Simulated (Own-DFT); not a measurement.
GaN (wurtzite, strained, atoms displaced) (calculated)

A calculation, not a measurement: plane-wave PBE density functional theory by an unreviewed code, no spin, of a simulated periodic cell, stress positive in tension, free energy of the whole cell less one offset for each atom, forces on such cells passed a denser k mesh, this cell's mesh not checked; offsets are fitted by least squares, one for each functional and potential file, so energies compare only between cells with the same atoms and settings and are not formation energies; the far tail of each file's local potential was reset to the Coulomb form; each entry is a single point on an unrelaxed cell, so the pressure reflects the starting lattice, mostly measured values (interpolated for alloys), from which strain is counted, and rises with the displacements; printed positions are rounded, which can move forces by about a meV/angstrom; the program, named Own-DFT, is a retired in-house code; no spin-orbit coupling. Program: Own-DFT development build.

Settings shared by all entries: functional PBE; potential files PseudoDojo norm-conserving, scalar-relativistic, standard set with the stringent files for Ga; wave cutoff 96 hartree; occupations Gaussian; smearing width 0.01 eV; k mesh 3 x 4 x 3 centred on Gamma.

(1) GaN (wurtzite, strained, atoms displaced)

```cif
# cell vector a (Å): 12.7560 0.0000 0.0000
# cell vector b (Å): -4.7835 8.2853 0.0000
# cell vector c (Å): 0.0000 0.0000 10.5774
data_GaN
_symmetry_space_group_name_H-M 'P 1'
_symmetry_Int_Tables_number 1
_cell_length_a 12.7560
_cell_length_b 9.5670
_cell_length_c 10.5774
_cell_angle_alpha 90.000
_cell_angle_beta 90.000
_cell_angle_gamma 120.000
_cell_volume 1117.90
loop_
_atom_site_label
_atom_site_type_symbol
_atom_site_fract_x
_atom_site_fract_y
_atom_site_fract_z
_atom_site_occupancy
Ga1 Ga 0.07351 0.21598 0.00081 1
Ga2 Ga 0.16223 0.11365 0.25430 1
N1 N 0.08341 0.23194 0.18746 1
N2 N 0.16784 0.10650 0.44084 1
Ga3 Ga 0.07372 0.22011 0.50199 1
Ga4 Ga 0.17089 0.11543 0.74916 1
N3 N 0.08566 0.22939 0.68938 1
N4 N 0.16442 0.11248 0.93602 1
Ga5 Ga 0.08175 0.55399 0.99879 1
Ga6 Ga 0.16858 0.43870 0.24405 1
N5 N 0.07596 0.55566 0.18851 1
N6 N 0.16743 0.44830 0.44826 1
Ga7 Ga 0.08249 0.54889 0.49326 1
Ga8 Ga 0.17181 0.44855 0.75508 1
N7 N 0.08919 0.56603 0.68326 1
N8 N 0.16132 0.44756 0.94332 1
Ga9 Ga 0.08893 0.89688 0.99653 1
Ga10 Ga 0.16894 0.78114 0.25437 1
N9 N 0.07679 0.89035 0.19145 1
N10 N 0.16062 0.77357 0.44984 1
Ga11 Ga 0.07732 0.88314 0.49685 1
Ga12 Ga 0.16885 0.77711 0.74508 1
N11 N 0.08573 0.89847 0.68439 1
N12 N 0.16703 0.77443 0.93631 1
Ga13 Ga 0.33203 0.22208 0.99318 1
Ga14 Ga 0.41907 0.10684 0.25131 1
N13 N 0.32621 0.22867 0.18564 1
N14 N 0.42062 0.11962 0.43931 1
Ga15 Ga 0.33365 0.22366 0.49843 1
Ga16 Ga 0.41760 0.10633 0.74651 1
N15 N 0.33118 0.20988 0.69625 1
N16 N 0.41598 0.11244 0.93725 1
Ga17 Ga 0.33284 0.54989 0.00480 1
Ga18 Ga 0.40873 0.43720 0.24725 1
N17 N 0.33645 0.55560 0.18709 1
N18 N 0.42192 0.44552 0.43272 1
Ga19 Ga 0.32650 0.54611 0.50337 1
Ga20 Ga 0.41274 0.43890 0.74701 1
N19 N 0.32618 0.55317 0.68729 1
N20 N 0.41560 0.44575 0.93663 1
Ga21 Ga 0.33862 0.89131 0.00558 1
Ga22 Ga 0.42016 0.78119 0.24193 1
N21 N 0.32574 0.87842 0.19592 1
N22 N 0.42856 0.78350 0.44830 1
Ga23 Ga 0.33836 0.89526 0.49831 1
Ga24 Ga 0.41454 0.77003 0.74881 1
N23 N 0.33328 0.88941 0.68856 1
N24 N 0.41836 0.78144 0.93824 1
Ga25 Ga 0.58397 0.22659 0.00472 1
Ga26 Ga 0.67250 0.11331 0.25139 1
N25 N 0.57887 0.21822 0.18635 1
N26 N 0.67216 0.12118 0.43920 1
Ga27 Ga 0.59448 0.22125 0.50513 1
Ga28 Ga 0.67258 0.12166 0.75504 1
N27 N 0.58309 0.22391 0.69051 1
N28 N 0.67076 0.10540 0.94609 1
Ga29 Ga 0.58724 0.55603 0.01137 1
Ga30 Ga 0.65313 0.42620 0.24780 1
N29 N 0.57549 0.55177 0.18184 1
N30 N 0.66893 0.44117 0.43918 1
Ga31 Ga 0.58559 0.55227 0.50101 1
Ga32 Ga 0.67128 0.44488 0.75425 1
N31 N 0.58476 0.55199 0.68662 1
N32 N 0.66586 0.43947 0.94233 1
Ga33 Ga 0.58235 0.89432 0.00230 1
Ga34 Ga 0.67296 0.79033 0.24455 1
N33 N 0.58436 0.89093 0.18594 1
N34 N 0.66620 0.77998 0.43786 1
Ga35 Ga 0.58109 0.88634 0.50372 1
Ga36 Ga 0.66995 0.77178 0.74797 1
N35 N 0.58890 0.89501 0.68474 1
N36 N 0.66341 0.77484 0.93196 1
Ga37 Ga 0.83180 0.21493 0.98640 1
Ga38 Ga 0.91415 0.11577 0.25787 1
N37 N 0.83615 0.21872 0.19293 1
N38 N 0.91376 0.11322 0.44201 1
Ga39 Ga 0.83302 0.21711 0.49681 1
Ga40 Ga 0.91986 0.10969 0.74978 1
N39 N 0.83544 0.21865 0.69652 1
N40 N 0.91705 0.10884 0.93389 1
Ga41 Ga 0.82758 0.55076 0.99648 1
Ga42 Ga 0.91965 0.43694 0.24706 1
N41 N 0.83991 0.56431 0.18684 1
N42 N 0.92297 0.45146 0.43726 1
Ga43 Ga 0.84428 0.57065 0.49831 1
Ga44 Ga 0.92363 0.45683 0.75378 1
N43 N 0.83537 0.55753 0.68671 1
N44 N 0.91632 0.43443 0.93632 1
Ga45 Ga 0.83715 0.89607 0.00438 1
Ga46 Ga 0.91510 0.77534 0.24847 1
N45 N 0.83921 0.89919 0.19377 1
N46 N 0.91073 0.77128 0.44383 1
Ga47 Ga 0.84075 0.89829 0.50062 1
Ga48 Ga 0.91670 0.77304 0.75578 1
N47 N 0.83609 0.88303 0.68961 1
N48 N 0.91218 0.77331 0.93925 1
```

```
free energy of cell above offsets : -5.202 eV
pressure                          : 3.45 GPa
stress xx                         : -5.71 GPa
stress yy                         : -6.24 GPa
stress zz                         : 1.61 GPa
stress yz                         : -0.29 GPa
stress xz                         : 0.38 GPa
stress xy                         : -0.88 GPa
```

Force:
```tsv
element	x (eV/Å)	y (eV/Å)	z (eV/Å)
Ga	1.44	1.202	0.059
Ga	0.366	-0.368	-0.303
N	-0.259	-2.243	0.021
N	-1.44	0.677	-0.308
Ga	2.26	0.709	0.642
Ga	-1.256	-0.762	0.039
N	0.205	-0.444	-0.136
N	-0.269	0.439	0.076
Ga	-0.843	0.8	0.839
Ga	-1.06	2.404	1.102
N	2.43	0.657	-0.324
N	0.537	-1.714	-2.307
Ga	-0.542	1.355	1.525
Ga	-2.058	-0.368	0.207
N	-0.056	-1.681	0.421
N	1.815	-0.984	-0.533
Ga	-0.291	-1.497	0.592
Ga	-2.177	-1.174	0.708
N	1.491	0.638	-0.523
N	1.415	0.664	-1.8
Ga	0.422	0.663	1.041
Ga	-0.766	1.111	0.411
N	-0.053	-1.176	0.589
N	-0.086	0.79	0.247
Ga	-0.25	0.309	0.811
Ga	-1.852	0.219	0.461
N	1.279	-2.024	-0.436
N	0.774	-0.613	-0.268
Ga	0.191	0.005	0.541
Ga	0.213	-0.071	0.862
N	0.057	1.873	-1.587
N	0.699	-0.217	0.372
Ga	-0.486	0.595	-0.957
Ga	1.071	1.071	0.743
N	-0.998	0.548	0.29
N	-1.178	-0.237	0.818
Ga	1.609	1.437	-0.452
Ga	0.621	0.373	0.498
N	1.972	-0.068	0.024
N	0.506	-0.1	-0.251
Ga	-1.173	-0.388	-0.844
Ga	0.178	-0.859	1.926
N	1.344	1.6	-1.059
N	-3.301	-1.705	-2.117
Ga	-0.278	-0.693	0.461
Ga	0.381	1.581	0.036
N	0.871	-0.268	-0.424
N	-0.025	-0.742	0.238
Ga	0.141	-1.337	-0.855
Ga	-0.736	-0.031	0.146
N	0.953	-1.141	-0.078
N	0.731	-1.82	-0.977
Ga	-2.265	1.13	0.168
Ga	-0.164	-1.479	-0.209
N	0.766	0.029	0.139
N	-2.103	1.16	-1.092
Ga	-0.913	0.355	-3.015
Ga	0.904	3.188	1.186
N	0.866	0.455	2.471
N	0.178	0.296	-0.424
Ga	0.19	0.507	-0.48
Ga	-0.71	-0.005	-0.481
N	-0.413	-0.396	0.211
N	-0.528	0.32	-0.737
Ga	0.879	-1.69	-0.759
Ga	-0.17	-1.789	1.333
N	-0.116	0.587	0.111
N	0.885	0.214	-0.407
Ga	2.182	1.203	0.344
Ga	-0.918	0.747	-0.022
N	-0.258	-0.45	1.3
N	0.555	0.322	1.509
Ga	0.754	0.794	1.664
Ga	1.485	-0.145	-0.507
N	-1.116	0.21	-1.407
N	0.898	-0.29	-0.789
Ga	-0.994	2.051	1.777
Ga	-0.031	-0.429	-0.238
N	-0.101	1.131	-1.157
N	-0.211	-0.364	0.247
Ga	1.648	0.568	1.288
Ga	-1.876	1.02	0.73
N	-0.92	-2.417	-0.348
N	-0.886	-1.475	-0.279
Ga	-0.571	-3.876	0.717
Ga	0.61	-1.018	-0.974
N	0.104	-0.362	0.284
N	-0.943	1.08	0.216
Ga	-0.485	-1.363	-0.531
Ga	-0.26	0.053	0.7
N	-0.117	-0.391	-0.727
N	0.047	3.155	-1.983
Ga	-1.174	-2.058	0.724
Ga	0.469	1.037	-0.576
N	-0.233	0.835	-0.451
N	0.517	0.556	0.263
```

(2) GaN (wurtzite, strained, atoms displaced)

```cif
# cell vector a (Å): 12.7560 0.0000 0.0000
# cell vector b (Å): -4.7835 8.2853 0.0000
# cell vector c (Å): 0.0000 0.0000 10.5774
data_GaN
_symmetry_space_group_name_H-M 'P 1'
_symmetry_Int_Tables_number 1
_cell_length_a 12.7560
_cell_length_b 9.5670
_cell_length_c 10.5774
_cell_angle_alpha 90.000
_cell_angle_beta 90.000
_cell_angle_gamma 120.000
_cell_volume 1117.90
loop_
_atom_site_label
_atom_site_type_symbol
_atom_site_fract_x
_atom_site_fract_y
_atom_site_fract_z
_atom_site_occupancy
Ga1 Ga 0.08486 0.21951 0.00481 1
Ga2 Ga 0.16801 0.10866 0.24939 1
N1 N 0.07920 0.21810 0.19173 1
N2 N 0.16245 0.11244 0.44328 1
Ga3 Ga 0.08493 0.21233 0.50615 1
Ga4 Ga 0.16836 0.12791 0.74992 1
N3 N 0.08937 0.22430 0.68955 1
N4 N 0.16844 0.11093 0.94211 1
Ga5 Ga 0.07884 0.54784 0.99106 1
Ga6 Ga 0.16167 0.43009 0.26174 1
N5 N 0.08388 0.56186 0.18567 1
N6 N 0.17235 0.44697 0.43353 1
Ga7 Ga 0.08913 0.56735 0.50138 1
Ga8 Ga 0.16678 0.45899 0.75032 1
N7 N 0.07267 0.55485 0.68423 1
N8 N 0.16918 0.45699 0.93716 1
Ga9 Ga 0.07864 0.88132 0.00459 1
Ga10 Ga 0.16457 0.77774 0.25490 1
N9 N 0.08860 0.88704 0.18990 1
N10 N 0.16650 0.78029 0.43211 1
Ga11 Ga 0.08396 0.89037 0.49435 1
Ga12 Ga 0.16494 0.78469 0.74671 1
N11 N 0.08515 0.88548 0.68390 1
N12 N 0.16521 0.78282 0.93786 1
Ga13 Ga 0.32789 0.21907 0.99817 1
Ga14 Ga 0.40871 0.09779 0.24178 1
N13 N 0.33065 0.22336 0.18215 1
N14 N 0.42019 0.11257 0.43836 1
Ga15 Ga 0.32870 0.21736 0.48656 1
Ga16 Ga 0.41202 0.10081 0.75852 1
N15 N 0.33006 0.22032 0.68293 1
N16 N 0.40767 0.09867 0.94125 1
Ga17 Ga 0.33216 0.54955 0.99626 1
Ga18 Ga 0.41092 0.44247 0.25866 1
N17 N 0.33181 0.56504 0.18809 1
N18 N 0.40624 0.43164 0.44070 1
Ga19 Ga 0.32472 0.54623 0.50502 1
Ga20 Ga 0.42141 0.44937 0.75381 1
N19 N 0.32804 0.53927 0.69012 1
N20 N 0.40950 0.43499 0.93237 1
Ga21 Ga 0.33031 0.88207 0.99477 1
Ga22 Ga 0.41143 0.77841 0.24794 1
N21 N 0.32584 0.88770 0.18335 1
N22 N 0.41184 0.77497 0.42867 1
Ga23 Ga 0.34333 0.89047 0.49714 1
Ga24 Ga 0.41654 0.77864 0.75521 1
N23 N 0.33180 0.88769 0.68255 1
N24 N 0.41747 0.78051 0.94155 1
Ga25 Ga 0.57647 0.21236 0.99513 1
Ga26 Ga 0.67737 0.11803 0.25153 1
N25 N 0.58515 0.22741 0.19357 1
N26 N 0.66996 0.11963 0.44562 1
Ga27 Ga 0.58590 0.22233 0.50360 1
Ga28 Ga 0.66320 0.11273 0.74968 1
N27 N 0.58205 0.22483 0.67742 1
N28 N 0.66972 0.11454 0.93032 1
Ga29 Ga 0.58215 0.55661 0.00171 1
Ga30 Ga 0.66686 0.44184 0.24890 1
N29 N 0.58564 0.55125 0.18755 1
N30 N 0.67220 0.44058 0.44386 1
Ga31 Ga 0.58947 0.55907 0.50790 1
Ga32 Ga 0.66223 0.43793 0.75049 1
N31 N 0.58106 0.55017 0.69441 1
N32 N 0.67087 0.44995 0.93817 1
Ga33 Ga 0.58498 0.89451 0.00591 1
Ga34 Ga 0.66420 0.76824 0.24606 1
N33 N 0.58918 0.89742 0.18550 1
N34 N 0.66626 0.77443 0.44325 1
Ga35 Ga 0.58253 0.89405 0.51048 1
Ga36 Ga 0.66954 0.78030 0.75156 1
N35 N 0.58721 0.88751 0.68090 1
N36 N 0.66971 0.78292 0.94455 1
Ga37 Ga 0.83350 0.22546 0.00627 1
Ga38 Ga 0.91210 0.10230 0.24034 1
N37 N 0.83009 0.21514 0.18696 1
N38 N 0.91352 0.10940 0.43719 1
Ga39 Ga 0.82608 0.21697 0.48796 1
Ga40 Ga 0.91248 0.11164 0.75212 1
N39 N 0.83163 0.21789 0.68840 1
N40 N 0.91296 0.10007 0.94288 1
Ga41 Ga 0.83117 0.56431 0.99325 1
Ga42 Ga 0.91657 0.44252 0.24683 1
N41 N 0.83342 0.55432 0.17961 1
N42 N 0.91582 0.45234 0.44384 1
Ga43 Ga 0.83708 0.56212 0.50735 1
Ga44 Ga 0.91843 0.44253 0.74583 1
N43 N 0.83244 0.55286 0.68956 1
N44 N 0.91799 0.45007 0.93694 1
Ga45 Ga 0.83108 0.88569 0.99932 1
Ga46 Ga 0.90985 0.75944 0.25472 1
N45 N 0.83075 0.89125 0.18779 1
N46 N 0.92613 0.78689 0.43104 1
Ga47 Ga 0.83083 0.88095 0.49351 1
Ga48 Ga 0.91490 0.77645 0.74808 1
N47 N 0.83405 0.89183 0.69242 1
N48 N 0.91559 0.77329 0.94171 1
```

```
free energy of cell above offsets : -4.629 eV
pressure                          : 3.56 GPa
stress xx                         : -5.85 GPa
stress yy                         : -4.94 GPa
stress zz                         : 0.12 GPa
stress yz                         : -0.4 GPa
stress xz                         : -0.19 GPa
stress xy                         : -0.21 GPa
```

Force:
```tsv
element	x (eV/Å)	y (eV/Å)	z (eV/Å)
Ga	-0.568	0.308	-0.505
Ga	-0.754	-0.327	0.157
N	0.632	-0.098	-0.561
N	1.435	-0.995	-2
Ga	-2.664	1.449	-0.089
Ga	2.348	-2.185	0.802
N	-3.133	1.144	-0.206
N	-1.306	-0.617	-0.741
Ga	-0.375	1.961	1.895
Ga	-0.618	1.904	-2.565
N	0.402	-1.522	0.075
N	-1.824	-0.961	2.196
Ga	-0.443	-1.367	-0.794
Ga	0.017	-1.394	-0.002
N	2.608	1.218	-0.047
N	0.718	-1.865	-0.55
Ga	0.341	0.783	0.014
Ga	0.527	-0.83	-1.113
N	-1.917	0.211	-0.083
N	0.791	0.552	1.389
Ga	0.902	0.14	1.174
Ga	0.58	-0.674	0.799
N	-1.879	1.171	-0.241
N	0.429	-0.985	-0.929
Ga	0.785	0.006	0.372
Ga	0.653	2.132	1.122
N	0.393	0.16	0.862
N	-0.362	-0.37	-1.002
Ga	1.138	-0.832	2.334
Ga	-0.852	1.338	-1.91
N	1.008	0.148	0.593
N	0.581	1.449	-0.387
Ga	-0.267	0.808	1.147
Ga	0.329	0.542	-1.16
N	0.705	-1.962	-0.493
N	0.935	2.288	-0.201
Ga	1.565	1.031	-0.185
Ga	-0.558	-1.973	-1.017
N	-0.457	2.345	-0.189
N	0.897	1.021	1.151
Ga	-0.956	-0.607	1.224
Ga	0.604	0.813	-0.459
N	0.991	-0.714	-0.35
N	1.593	-0.335	1.52
Ga	-1.884	0.437	0.028
Ga	0.218	-0.484	-0.779
N	0.738	-0.64	0.642
N	0.825	-0.55	-0.702
Ga	0.534	1.259	1.084
Ga	-2.813	-1.155	0.748
N	0.128	-1.76	-1.258
N	-1.21	-2.26	-1.78
Ga	-1.073	0.357	-1.487
Ga	0.765	0.212	-0.8
N	-0.138	-1.023	2.979
N	-0.571	-0.291	1.109
Ga	-0.005	-0.4	-0.226
Ga	0.283	0.318	0.813
N	-1.265	-0.197	0.113
N	-1.044	1.239	-0.775
Ga	-0.572	-1.385	-0.602
Ga	0.661	0.468	0.23
N	0.414	1.299	-0.548
N	-1.529	-1.496	-0.512
Ga	0.228	-0.026	-0.742
Ga	-0.537	1.033	0.72
N	-0.534	-0.757	1.094
N	-0.836	0.081	-0.887
Ga	0.231	-0.691	-3.232
Ga	-0.008	-0.404	0.463
N	-1.099	-0.099	2.871
N	-1.184	-0.932	-1.106
Ga	0.228	0.029	-1.626
Ga	0.401	0.807	1.871
N	1.082	1.575	-0.068
N	0.574	-0.089	-0.412
Ga	2.726	1.897	2.133
Ga	0.93	0.237	0.139
N	-0.499	0.402	-0.502
N	-0.004	2.047	-0.379
Ga	1.334	-1.758	0.949
Ga	0.289	0.775	0.538
N	-0.23	-0.788	0.538
N	1.11	-0.776	-1.205
Ga	-0.072	-0.182	-0.551
Ga	-1.71	-1.102	0.827
N	-0.501	0.234	0.343
N	-0.649	-1.125	-0.391
Ga	0.769	-0.202	0.795
Ga	0.237	2.06	-1.39
N	0.879	-2.085	-0.25
N	-1.486	-1.327	1.108
Ga	0.226	1.394	0.767
Ga	0.692	0.326	0.394
N	0.34	-0.597	-0.942
N	-0.37	1.785	-1.193
```

(3) GaN (wurtzite, strained, atoms displaced)

```cif
# cell vector a (Å): 12.7560 0.0000 0.0000
# cell vector b (Å): -4.7835 8.2853 0.0000
# cell vector c (Å): 0.0000 0.0000 10.5774
data_GaN
_symmetry_space_group_name_H-M 'P 1'
_symmetry_Int_Tables_number 1
_cell_length_a 12.7560
_cell_length_b 9.5670
_cell_length_c 10.5774
_cell_angle_alpha 90.000
_cell_angle_beta 90.000
_cell_angle_gamma 120.000
_cell_volume 1117.90
loop_
_atom_site_label
_atom_site_type_symbol
_atom_site_fract_x
_atom_site_fract_y
_atom_site_fract_z
_atom_site_occupancy
Ga1 Ga 0.08038 0.22469 0.99984 1
Ga2 Ga 0.17140 0.11596 0.25186 1
N1 N 0.08946 0.21662 0.18816 1
N2 N 0.16773 0.11062 0.43814 1
Ga3 Ga 0.08835 0.21541 0.50893 1
Ga4 Ga 0.16862 0.11303 0.75060 1
N3 N 0.07127 0.20476 0.68903 1
N4 N 0.16643 0.11712 0.93703 1
Ga5 Ga 0.09374 0.55948 0.00068 1
Ga6 Ga 0.15842 0.44534 0.24878 1
N5 N 0.08055 0.55812 0.18725 1
N6 N 0.17456 0.43589 0.43546 1
Ga7 Ga 0.08286 0.54808 0.49827 1
Ga8 Ga 0.16286 0.44351 0.75135 1
N7 N 0.09058 0.56486 0.68685 1
N8 N 0.17192 0.45169 0.93543 1
Ga9 Ga 0.07764 0.88907 0.00048 1
Ga10 Ga 0.16206 0.77315 0.25052 1
N9 N 0.07619 0.88256 0.18757 1
N10 N 0.16607 0.77262 0.43605 1
Ga11 Ga 0.08759 0.89538 0.50875 1
Ga12 Ga 0.16367 0.77472 0.75054 1
N11 N 0.07434 0.88254 0.67789 1
N12 N 0.16671 0.77273 0.94568 1
Ga13 Ga 0.32950 0.21716 0.00205 1
Ga14 Ga 0.41592 0.10053 0.24835 1
N13 N 0.32927 0.21800 0.19057 1
N14 N 0.40617 0.10727 0.44190 1
Ga15 Ga 0.33257 0.21335 0.50079 1
Ga16 Ga 0.41253 0.10492 0.73930 1
N15 N 0.32912 0.21290 0.68848 1
N16 N 0.42527 0.12685 0.94063 1
Ga17 Ga 0.33019 0.56215 0.99655 1
Ga18 Ga 0.41487 0.44764 0.25199 1
N17 N 0.33577 0.55648 0.19026 1
N18 N 0.41533 0.44293 0.43878 1
Ga19 Ga 0.33441 0.55554 0.50446 1
Ga20 Ga 0.41902 0.45395 0.74552 1
N19 N 0.33581 0.56120 0.69182 1
N20 N 0.41331 0.44294 0.94300 1
Ga21 Ga 0.33649 0.89024 0.99703 1
Ga22 Ga 0.42060 0.78610 0.25845 1
N21 N 0.33423 0.89057 0.19864 1
N22 N 0.41131 0.77038 0.43786 1
Ga23 Ga 0.33938 0.89332 0.50683 1
Ga24 Ga 0.41973 0.78147 0.75121 1
N23 N 0.32912 0.88332 0.69353 1
N24 N 0.40650 0.76796 0.94129 1
Ga25 Ga 0.58589 0.22618 0.99393 1
Ga26 Ga 0.65701 0.10613 0.25206 1
N25 N 0.58064 0.21186 0.19532 1
N26 N 0.66652 0.10872 0.44145 1
Ga27 Ga 0.57965 0.23032 0.49315 1
Ga28 Ga 0.66965 0.11335 0.75319 1
N27 N 0.58304 0.21322 0.68401 1
N28 N 0.67311 0.12241 0.94786 1
Ga29 Ga 0.58428 0.55419 0.99757 1
Ga30 Ga 0.65765 0.43782 0.25011 1
N29 N 0.58441 0.54702 0.19067 1
N30 N 0.66073 0.44140 0.43628 1
Ga31 Ga 0.58989 0.55754 0.50079 1
Ga32 Ga 0.66980 0.44060 0.75450 1
N31 N 0.59077 0.55969 0.69079 1
N32 N 0.66570 0.45456 0.94003 1
Ga33 Ga 0.58573 0.89718 0.99776 1
Ga34 Ga 0.67140 0.77811 0.25136 1
N33 N 0.59123 0.89606 0.18575 1
N34 N 0.66409 0.77796 0.43435 1
Ga35 Ga 0.58044 0.87932 0.50605 1
Ga36 Ga 0.66407 0.76983 0.74888 1
N35 N 0.57715 0.87754 0.69337 1
N36 N 0.66598 0.77625 0.93519 1
Ga37 Ga 0.83718 0.22414 0.99005 1
Ga38 Ga 0.91006 0.10256 0.23900 1
N37 N 0.83171 0.21012 0.19486 1
N38 N 0.91127 0.10131 0.44864 1
Ga39 Ga 0.83035 0.21793 0.50256 1
Ga40 Ga 0.91629 0.11436 0.75676 1
N39 N 0.82365 0.21218 0.68203 1
N40 N 0.91119 0.11065 0.93905 1
Ga41 Ga 0.83411 0.54682 0.99338 1
Ga42 Ga 0.92434 0.45942 0.25594 1
N41 N 0.82704 0.54805 0.19470 1
N42 N 0.91331 0.44198 0.44264 1
Ga43 Ga 0.83371 0.56979 0.49832 1
Ga44 Ga 0.90878 0.43386 0.75074 1
N43 N 0.83257 0.55590 0.68786 1
N44 N 0.92259 0.45128 0.94120 1
Ga45 Ga 0.82933 0.88527 0.99813 1
Ga46 Ga 0.91639 0.78333 0.24894 1
N45 N 0.84484 0.89567 0.18811 1
N46 N 0.91253 0.76981 0.44070 1
Ga47 Ga 0.82862 0.89799 0.50078 1
Ga48 Ga 0.92306 0.78140 0.74743 1
N47 N 0.82915 0.87522 0.68996 1
N48 N 0.91233 0.78468 0.94321 1
```

```
free energy of cell above offsets : -3.745 eV
pressure                          : 3.84 GPa
stress xx                         : -6.88 GPa
stress yy                         : -6.08 GPa
stress zz                         : 1.43 GPa
stress yz                         : 0.75 GPa
stress xz                         : 0.49 GPa
stress xy                         : 1.15 GPa
```

Force:
```tsv
element	x (eV/Å)	y (eV/Å)	z (eV/Å)
Ga	0.74	-0.029	0.558
Ga	-0.249	-1.471	0.327
N	-2.338	1.078	-0.661
N	0.179	-0.474	0.188
Ga	-1.67	0.186	-1.487
Ga	-0.583	-0.718	0.433
N	1.312	2.117	0.599
N	-0.105	-0.992	-0.306
Ga	-1.465	-0.498	0.456
Ga	2.22	-0.702	0.384
N	0.941	-0.219	-0.576
N	-1.941	-0.01	0.577
Ga	0.154	0.346	0.019
Ga	0.588	-0.066	-0.536
N	-0.874	-2.178	-0.034
N	-0.978	-1.643	-0.121
Ga	0.61	0.11	0.518
Ga	0.095	1.372	0.453
N	1.298	0.917	-0.079
N	0.005	0.439	0.763
Ga	-0.117	-1.4	-3.507
Ga	-0.355	0.583	0.617
N	2.262	1.191	3.059
N	-0.763	1.75	-1.259
Ga	0.081	1.057	0.386
Ga	-1.435	1.925	0.69
N	1.524	0.444	-0.345
N	2.685	-0.406	-0.908
Ga	-1.78	1.967	0.223
Ga	0.814	0.942	1.64
N	-0.128	1.38	-0.404
N	-0.635	-2.187	-1.021
Ga	2.175	-1.956	2.019
Ga	0.455	-0.629	-0.05
N	-1.417	0.758	-0.513
N	0.71	-0.026	0.693
Ga	0.283	-0.51	-0.388
Ga	0.869	-1.242	1.155
N	-0.696	-0.753	-0.486
N	0.129	0.394	-0.948
Ga	-0.722	1.029	1.05
Ga	0.508	-1.255	-1.362
N	-0.234	-1.671	-1.822
N	0.578	1.16	1.146
Ga	-0.976	-1.378	-0.814
Ga	-1.127	-0.75	0.889
N	0.3	0.164	-0.474
N	1.422	3.03	-1.217
Ga	-0.274	0.694	1.608
Ga	2.903	0.507	0.906
N	-1.266	1.363	-1.441
N	-1.288	-0.525	-0.091
Ga	1.17	-1.843	0.82
Ga	-1.111	-1.307	-0.059
N	-0.752	0.79	0.4
N	-0.573	-0.894	-1.994
Ga	-1.99	0.526	1.158
Ga	1.896	-0.466	0.286
N	-1.672	1.574	-0.904
N	0.954	0.89	-0.061
Ga	-1.573	-0.102	0.085
Ga	-0.766	-0.019	-0.689
N	-0.651	-1.927	-0.797
N	2.165	-1.586	-0.724
Ga	0.111	-1.261	0.633
Ga	-0.307	-0.132	-0.751
N	-0.544	-1.593	-0.054
N	0.31	-0.357	0.53
Ga	-0.672	1.057	-0.579
Ga	0.511	1.197	0.729
N	0.985	1.437	-0.35
N	-0.789	0.437	0.465
Ga	-0.482	0.936	3.042
Ga	1.411	1.945	2.204
N	-1.485	2.167	-1.31
N	0.801	2.93	-1.648
Ga	0.127	0.279	-1.458
Ga	-0.81	-1.968	-1.067
N	1.505	0.918	1.704
N	1.398	-0.137	-0.37
Ga	-1.319	1.681	1.926
Ga	-1.54	-2.482	0.078
N	0.207	0.621	-1.094
N	0.279	0.31	0.025
Ga	0.586	-3.31	0.757
Ga	0.642	1.312	-0.683
N	0.503	-0.381	0.335
N	0.728	-0.908	-1.164
Ga	-0.587	0.411	0.657
Ga	0.794	-1.842	1.088
N	-2.095	-1.991	-1.187
N	-0.219	3.529	-1.082
Ga	1.291	-2.717	1.022
Ga	-2.059	-1.102	1.064
N	-0.582	1.605	-0.058
N	1.786	-1.444	-1.431
```
